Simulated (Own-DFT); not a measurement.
## Calculated data, AlGa3N4 (wurtzite random alloy, atoms displaced)

Computed with Own-DFT development build. A calculation, not a measurement: plane-wave density functional theory by an unreviewed code, no spin, of a simulated periodic cell, stress positive in tension, run twice, with PBE and with PBEsol, both on files made for PBE, so the change isn't that of files made for PBEsol, forces on such cells passed a denser k mesh, this cell's mesh not checked; the far tail of each file's local potential was reset to the Coulomb form; each entry is a single point on an unrelaxed cell, so the pressure reflects the starting lattice, mostly measured values (interpolated for alloys), from which strain is counted, and rises with the displacements; printed positions are rounded, which can move forces by about a meV/angstrom; the program, named Own-DFT, is a retired in-house code; no spin-orbit coupling; stress was not checked against mesh or cutoff.

Entry: AlGa3N4 (wurtzite random alloy, atoms displaced)

```xyz
72
Lattice="9.5092 0.0000 0.0000 -4.7546 8.2353 0.0000 0.0000 0.0000 10.2685" Properties=species:S:1:pos:R:3 AlGa3N4
Ga    -0.0310     1.7893    10.2432
Ga     1.5339     0.9120     2.5752
N      0.0449     1.7857     1.9531
N      1.5252     0.8895     4.4894
Al    -0.0007     1.8687     5.1125
Ga     1.5666     0.8666     7.7103
N     -0.0001     1.8312     7.0377
N      1.5835     0.9070     9.6462
Ga    -1.6485     4.6127    10.2201
Ga     0.0112     3.6675     2.5404
N     -1.6090     4.5556     1.9046
N     -0.0723     3.5980     4.5148
Ga    -1.5510     4.5919     5.1053
Ga     0.0424     3.6817     7.7154
N     -1.5992     4.5708     7.0555
N     -0.0072     3.6560     9.6451
Ga    -3.1839     7.3209     0.0055
Ga    -1.5821     6.3757     2.5614
N     -3.1206     7.3103     1.9708
N     -1.6336     6.3629     4.5163
Ga    -3.1888     7.2795     5.1301
Al    -1.6212     6.4413     7.6994
N     -3.1677     7.3236     7.1180
N     -1.5744     6.4309     9.6120
Al     3.1535     1.8013    10.2640
Ga     4.7843     0.9333     2.5365
N      3.1593     1.8410     1.9923
N      4.7438     0.9180     4.5243
Ga     3.1518     1.8278     5.1344
Ga     4.7701     0.9132     7.7420
N      3.1305     1.8303     7.0661
N      4.7642     0.9374     9.6106
Al     1.6312     4.5465    10.2681
Ga     3.0857     3.6851     2.5380
N      1.5768     4.5683     1.8998
N      3.1153     3.6336     4.4814
Ga     1.6201     4.5678     5.1789
Ga     3.1163     3.6933     7.6621
N      1.5580     4.5692     7.0487
N      3.1152     3.6645     9.6629
Al    -0.0337     7.3270    10.2666
Al     1.6052     6.3952     2.5988
N     -0.0221     7.3244     1.9497
N      1.5344     6.3600     4.5332
Ga     0.0150     7.3210     5.1372
Ga     1.5666     6.4031     7.6772
N      0.0536     7.3585     7.0883
N      1.5987     6.3768     9.6852
Ga     6.3037     1.8269    10.2584
Ga     7.9318     0.8861     2.5389
N      6.3609     1.8236     1.9642
N      7.9462     0.9195     4.5526
Al     6.2860     1.7892     5.1414
Al     7.8983     0.8601     7.6729
N      6.3212     1.7812     7.0684
N      7.9198     0.8944     9.6656
Ga     4.7648     4.5251     0.0416
Ga     6.2864     3.6393     2.5722
N      4.7808     4.5730     1.9474
N      6.3901     3.6713     4.5029
Al     4.8153     4.5584     5.1658
Ga     6.3194     3.6574     7.6870
N      4.7494     4.5335     7.0904
N      6.3659     3.6596     9.6155
Ga     3.1499     7.3079    10.2670
Ga     4.7887     6.3964     2.5997
N      3.1695     7.2794     1.9717
N      4.7400     6.3923     4.4780
Ga     3.1383     7.3327     5.1397
Ga     4.7352     6.4456     7.7316
N      3.1750     7.2869     7.1140
N      4.7011     6.3962     9.6736
```

- functional: PBE, then PBEsol
- potential files: PseudoDojo norm-conserving, scalar-relativistic, standard set
- wave cutoff: 42 hartree
- occupations: Fermi-Dirac
- smearing width: 0.1 eV
- k mesh: 4 x 4 x 3 centred on Gamma
- PBE pressure: 6.16 GPa
- PBE stress xx: -6.46 GPa
- PBE stress yy: -5.94 GPa
- PBE stress zz: -6.08 GPa
- PBE stress yz: 0.26 GPa
- PBE stress xz: -0.23 GPa
- PBE stress xy: 0.87 GPa
- PBEsol pressure: 1.28 GPa
- PBEsol stress xx: -1.55 GPa
- PBEsol stress yy: -1.04 GPa
- PBEsol stress zz: -1.24 GPa
- PBEsol stress yz: 0.25 GPa
- PBEsol stress xz: -0.23 GPa
- PBEsol stress xy: 0.85 GPa
- rms change of force components from PBE to PBEsol: 0.067 eV/Å

Force:
| force element | PBE force x (eV/Å) | PBE force y (eV/Å) | PBE force z (eV/Å) | PBEsol force x (eV/Å) | PBEsol force y (eV/Å) | PBEsol force z (eV/Å) |
| --- | --- | --- | --- | --- | --- | --- |
| Ga | 0.46 | 0.862 | 0.389 | 0.44 | 0.83 | 0.383 |
| Ga | 1.579 | -0.592 | 0.318 | 1.546 | -0.582 | 0.326 |
| N | -1.511 | 0.922 | -0.823 | -1.475 | 0.896 | -0.804 |
| N | 0.021 | 0.423 | 0.937 | 0.149 | 0.336 | 0.858 |
| Al | -0.14 | -1.196 | 0.54 | -0.12 | -1.205 | 0.537 |
| Ga | -0.151 | 1.388 | -0.241 | -0.155 | 1.357 | -0.238 |
| N | -0.865 | -0.61 | 0.14 | -0.729 | -0.534 | 0.245 |
| N | 0.681 | 0.262 | 0.308 | 0.526 | 0.17 | 0.244 |
| Ga | 1.467 | -0.395 | 0.532 | 1.421 | -0.399 | 0.525 |
| Ga | -0.685 | -0.437 | 0.229 | -0.668 | -0.43 | 0.23 |
| N | 0.073 | -0.095 | 0.13 | 0.073 | -0.083 | 0.129 |
| N | 1.667 | 0.585 | -0.509 | 1.612 | 0.769 | -0.565 |
| Ga | -0.423 | -0.691 | 0.777 | -0.417 | -0.681 | 0.747 |
| Ga | -1.49 | -0.859 | -0.004 | -1.456 | -0.85 | -0.008 |
| N | 0.285 | 1.269 | 0.707 | 0.277 | 1.111 | 0.643 |
| N | 0.738 | 0.48 | 0.489 | 0.61 | 0.404 | 0.419 |
| Ga | -0.143 | -0.246 | 0.343 | -0.148 | -0.242 | 0.337 |
| Ga | 0.166 | -0.057 | 0.243 | 0.147 | -0.043 | 0.242 |
| N | -0.822 | 0.064 | -0.637 | -0.811 | 0.058 | -0.624 |
| N | 0.986 | 1.114 | -0.171 | 0.961 | 1.079 | -0.168 |
| Ga | -0.151 | 0.778 | 0.18 | -0.152 | 0.77 | 0.158 |
| Al | 0.955 | -0.791 | -0.307 | 0.962 | -0.792 | -0.314 |
| N | 0.349 | -1.014 | -0.588 | 0.187 | -0.899 | -0.627 |
| N | 0.251 | 0.579 | -0.477 | 0.103 | 0.482 | -0.364 |
| Al | -0.077 | 0.588 | 0.36 | -0.06 | 0.593 | 0.36 |
| Ga | -0.894 | -0.331 | 0.741 | -0.89 | -0.326 | 0.742 |
| N | 0.122 | -0.238 | -1.835 | 0.121 | -0.224 | -1.675 |
| N | 0.581 | 0.122 | -0.253 | 0.425 | 0.036 | -0.299 |
| Ga | -0.523 | -0.475 | -0.254 | -0.517 | -0.471 | -0.257 |
| Ga | -0.741 | 0.546 | -1.171 | -0.7 | 0.54 | -1.142 |
| N | 0.447 | -0.112 | 0.452 | 0.434 | -0.11 | 0.433 |
| N | -1.386 | -0.87 | 1.819 | -1.224 | -0.783 | 1.675 |
| Al | -1.516 | 0.546 | -0.069 | -1.515 | 0.546 | -0.076 |
| Ga | 1.427 | -0.52 | 0.508 | 1.382 | -0.53 | 0.512 |
| N | -0.443 | 1.537 | -0.156 | -0.428 | 1.356 | -0.034 |
| N | 1.737 | 0.895 | 0.577 | 1.591 | 0.822 | 0.535 |
| Ga | -1.12 | -0.661 | -1.203 | -1.095 | -0.637 | -1.168 |
| Ga | 0.732 | -0.91 | 0.881 | 0.722 | -0.887 | 0.866 |
| N | 0.32 | 0.726 | 0.545 | 0.317 | 0.703 | 0.531 |
| N | 0.648 | -1.148 | -0.053 | 0.79 | -1.081 | -0.153 |
| Al | 0.817 | -0.303 | 0.156 | 0.821 | -0.285 | 0.155 |
| Al | -0.657 | -0.031 | -0.562 | -0.664 | -0.035 | -0.544 |
| N | 1.353 | -0.499 | -0.734 | 1.211 | -0.423 | -0.621 |
| N | 0.774 | 0.426 | -1.215 | 0.755 | 0.419 | -1.031 |
| Ga | -1.03 | 0.05 | 0.02 | -0.994 | 0.051 | 0.023 |
| Ga | 0.255 | -0.253 | 1.142 | 0.266 | -0.241 | 1.102 |
| N | -1.932 | -0.991 | 0.037 | -1.778 | -0.911 | -0.004 |
| N | -1.523 | -0.207 | -0.251 | -1.371 | -0.116 | -0.335 |
| Ga | 0.99 | 0.196 | 0.294 | 0.975 | 0.191 | 0.281 |
| Ga | 0.333 | 0.142 | 0.89 | 0.334 | 0.134 | 0.864 |
| N | -0.059 | -0.01 | -0.755 | -0.071 | -0.011 | -0.741 |
| N | -0.88 | 0.61 | -0.151 | -0.877 | 0.444 | -0.234 |
| Al | 1.139 | 0.721 | -0.081 | 1.136 | 0.722 | -0.091 |
| Al | 0.509 | 1.135 | 0.219 | 0.511 | 1.133 | 0.241 |
| N | 1.004 | 0.158 | -0.47 | 0.845 | 0.223 | -0.356 |
| N | -0.631 | -0.023 | -1.5 | -0.608 | -0.026 | -1.329 |
| Ga | -0.42 | 0.481 | -0.785 | -0.408 | 0.481 | -0.771 |
| Ga | 1.169 | 0.18 | 0.345 | 1.153 | 0.185 | 0.336 |
| N | -1.048 | -0.063 | 0.121 | -1.018 | -0.065 | 0.107 |
| N | -1.789 | -1.07 | 0.824 | -1.621 | -0.987 | 0.704 |
| Al | -0.762 | -0.054 | -0.698 | -0.77 | -0.049 | -0.702 |
| Ga | 0.695 | -0.513 | -0.211 | 0.671 | -0.501 | -0.188 |
| N | -0.351 | 1.031 | -1.095 | -0.343 | 0.999 | -0.923 |
| N | -1.035 | -0.369 | 0.13 | -1.013 | -0.353 | 0.134 |
| Ga | -0.151 | -0.013 | 0.619 | -0.134 | -0.012 | 0.602 |
| Ga | -0.071 | 0.115 | -0.848 | -0.066 | 0.124 | -0.822 |
| N | -0.571 | -0.241 | 0.119 | -0.42 | -0.15 | 0.061 |
| N | -0.313 | -1.14 | 1.622 | -0.298 | -0.977 | 1.527 |
| Ga | 0.447 | -0.285 | -0.088 | 0.445 | -0.282 | -0.086 |
| Ga | 0.491 | -1.228 | 0.18 | 0.466 | -1.198 | 0.185 |
| N | -0.405 | 0.972 | -0.524 | -0.394 | 0.789 | -0.563 |
| N | 1.045 | -0.361 | -0.141 | 1.024 | -0.342 | -0.145 |
